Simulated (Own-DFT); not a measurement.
# How strain changes the stress of C40 NbSi2, 36 atoms (Nb12Si24)

All numbers below are calculated, not measured. They come from Own-DFT, an in-house plane-wave density functional program, since retired, whose code no person has reviewed. Each row is one single-point run on a periodic cell that was not relaxed, without spin or spin-orbit coupling.

Settings of every run: PBEsol; PseudoDojo norm-conserving scalar-relativistic files, made for PBE; cutoff 42 hartree; 4 x 4 x 5 k mesh centred on Gamma; cold (Marzari-Vanderbilt) smearing of 0.2 eV.

Known limits: forces on such cells failed a check on a denser k mesh; stress not checked against mesh or cutoff.

Unstrained cell vectors in Å: (0.000, 8.324, 0.000); (-9.613, 0.000, 0.000); (0.000, 0.000, 6.586). The unstrained cell was taken from the Materials Project. The random moves and any unrelaxed bonds add to the pressure at no strain. Each run strains this cell uniformly, with the atoms carried along. Every atom was also moved at random, by a Gaussian of width 0.05 Å on each axis. Strain is the symmetric tensor, in per cent. Stress is positive in tension, and the pressure is minus a third of its trace.

```
run  e_xx (%)  e_yy (%)  e_zz (%)  e_yz (%)  e_xz (%)  e_xy (%)  s_xx (GPa)  s_yy (GPa)  s_zz (GPa)  s_yz (GPa)  s_xz (GPa)  s_xy (GPa)  P (GPa)  E (meV/atom)
  1     -0.51      1.96      1.46      0.70      0.14     -1.10        1.44        8.83        7.61        1.94        1.03       -3.26    -5.96          11.7
  2     -0.44     -1.19     -0.33     -1.82     -1.53      0.16       -1.04       -3.43       -3.69       -6.78       -4.90        0.59     2.72           9.3
  3      0.26     -0.68      1.90      1.61     -0.81     -0.61        2.68        1.54        7.19        4.16       -2.29       -2.06    -3.81           7.8
  4      1.33     -1.77      0.64      1.27      0.42      1.89        4.65       -3.75        2.32        4.38        1.56        5.33    -1.08          16.1
  5     -0.92      1.78      0.92      1.14     -0.44     -1.64       -1.11        6.80        3.26        4.64       -2.24       -4.81    -2.98          44.1
  6      1.78     -0.47     -1.49     -1.08      1.44     -1.33        6.26       -0.20       -6.21       -3.94        4.46       -3.44     0.05          11.9
  7      0.47     -1.52      0.56      0.79     -0.26     -0.34        2.78       -3.64        1.77        2.38       -0.98       -0.99    -0.30           0.0
  8      0.71     -1.00      0.79      0.21      0.59     -0.15        3.53       -1.29        3.06        0.66        1.50       -0.51    -1.77           6.1
  9      0.29     -1.55      1.59      1.53     -0.97     -0.59        1.89       -3.35        4.61        4.81       -2.82       -1.58    -1.05          31.9
 10      1.83     -1.95     -1.71      1.58     -1.17     -1.74        5.14       -6.69       -9.31        5.51       -3.66       -4.85     3.62          32.4
 11     -1.84      0.91     -1.90     -1.52     -0.77      1.23       -6.85        1.13      -10.71       -5.38       -2.82        3.35     5.48          28.9
 12      0.80     -0.79     -0.88     -0.23      1.55     -1.86        1.09       -1.24       -5.28       -0.16        5.84       -5.94     1.81          33.0
 13     -0.75      0.19     -0.31     -0.37      1.99     -0.14       -2.19        1.81       -1.92       -1.66        6.58       -0.16     0.77           5.2
 14      1.01     -0.74      0.61      1.34     -1.44     -0.48        4.19        0.09        2.44        3.65       -4.06       -1.70    -2.24          14.9
 15     -1.12      0.70     -1.68      0.50     -1.24     -1.31       -4.37        1.69       -9.48        1.47       -4.57       -5.11     4.05          26.5
 16      0.48     -1.28      1.80     -1.72      0.61     -1.14           ?           ?           ?           ?           ?           ?        ?             ?
```

E is the free energy for each atom above the lowest run shown.

## Worked fit

Each stress component was fitted by least squares to a constant and the strains of the runs shown, as fractions, with shears doubled. Shear strains stay in the fit of a normal stress only where such slopes are resolved. The slopes, in GPa:

```
stress  at no strain  per e_xx  per e_yy  per e_zz  scatter
  s_xx           0.7  355 ± 21   51 ± 18   77 ± 12     0.59
  s_yy           1.2   69 ± 21  352 ± 19   85 ± 13     0.61
  s_zz          -0.8   96 ± 23   85 ± 20  465 ± 13     0.65
```

Each shear stress against twice its own strain: yz 178 ± 10, xz 164 ± 7, xy 146 ± 7 GPa. These are stiffnesses along x, y and z of the frame in which the cell vectors are given, which need not be the crystal's axes. The atoms are held to the strained lattice; where symmetry lets them move under strain, relaxing them would lower some slopes. The table should be nearly symmetric about its diagonal, and what it lacks of that shows the noise. A ninth of its sum, 182 ± 9 GPa, estimates the bulk modulus near the mean pressure of these runs, 0.0 GPa.

## Withheld run

Question: what normal stresses and pressure should run 16 give?

The fit gives s_xx = 3.2, s_yy = -1.5, s_zz = 6.9 and P = -2.9 GPa. The calculation gave 3.94, -1.55, 6.63 and P = -3.01 GPa.
